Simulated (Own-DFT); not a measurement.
# A pressure from energies alone: monoclinic HfO2, 94 atoms (Hf32O62), with two O vacancies

All values are computed. Each geometry was run twice at fixed positions with Own-DFT, a retired in-house plane-wave program that no person has reviewed: with PBE, and with HSE06 (exact exchange share 0.25 at short range, screening 0.11 per bohr, Gygi-Baldereschi treatment of its divergence). Both used PseudoDojo norm-conserving files made for PBE, a cutoff of 48 hartree, the Gamma point alone, fixed occupations, a neutral cell and no spin. The unstrained cell is 10.1 Å across at its thinnest, so Gamma alone is coarse and defects feel their images. The hafnium file keeps the 4f electrons in the core, and its forces lie about 75 meV/Å off all-electron values. The oxygen file's force components were 24 meV/Å off all-electron values in a glass.

Unstrained cell vectors in Å: (10.234, 0.000, 0.000); (0.000, 10.350, 0.000); (-1.696, 0.000, 10.445), volume V0 = 1106.4 Å³, from measured lattice constants. Each geometry has its own random strain of a few per cent, its own defect sites and random moves of rms u per axis. HSE06 gave the energy alone. D is its energy less that of PBE, over the lowest D shown. The PBE stress wasn't checked against mesh or cutoff.

| run | V - V0 (Å³) | u (Å) | P with PBE (GPa) | D (eV) |
|---|---|---|---|---|
| 1 | 26.0 | 0.0305 | -1.25 | 1.801 |
| 2 | -2.5 | 0.0322 | 3.97 | 1.212 |
| 3 | -27.4 | 0.0315 | 10.89 | 0.543 |
| 4 | -7.5 | 0.0289 | 6.10 | 0.886 |
| 5 | -23.0 | 0.0324 | 9.56 | 0.635 |
| 6 | -30.8 | 0.0287 | 11.56 | 0.433 |
| 7 | -19.2 | 0.0296 | 7.70 | 0.688 |
| 8 | -19.5 | 0.0488 | 9.56 | 0.976 |
| 9 | -43.2 | 0.0294 | 14.74 | 0.000 |
| 10 | 27.1 | 0.0298 | -1.95 | 1.845 |
| 11 | 31.3 | 0.0511 | -1.28 | 2.128 |
| 12 | -30.4 | 0.0285 | 11.81 | 0.381 |
| 13 | 3.5 | 0.0292 | 3.65 | 1.213 |
| 14 | -37.3 | 0.0274 | 12.47 | ? |

## Fit

D = 1.01 + 0.0244 (V - V0) + 161 u² eV, with an error of 0.0008 on the volume slope, 31 on the last term and a scatter of 0.06 eV. Pressure is -dE/dV, and 1 eV/Å³ is 160.2 GPa, so HSE06 changes the pressure by -3.9 ± 0.1 GPa. With the ions held to the strained lattice, the PBE pressure falls by 254 ± 8 GPa per unit of volume strain; the shape of the strain isn't fitted, so the true error is larger, and a relaxed crystal would be softer. On that slope HSE06's volume at a given pressure is about 1.5 % smaller, or 0.5 % in lengths. At u = 0 and V0 the PBE pressure is 3.7 GPa, which puts the zero-pressure volume, against the measured cell and with the defects in, at +1.5 % for PBE and -0.1 % for HSE06, each good to a few tenths of a per cent.

## Withheld run

Asked: what D should run 14 give?

The fit gives 0.22 eV, with rows scattering by 0.06. The run itself gave 0.222 eV.
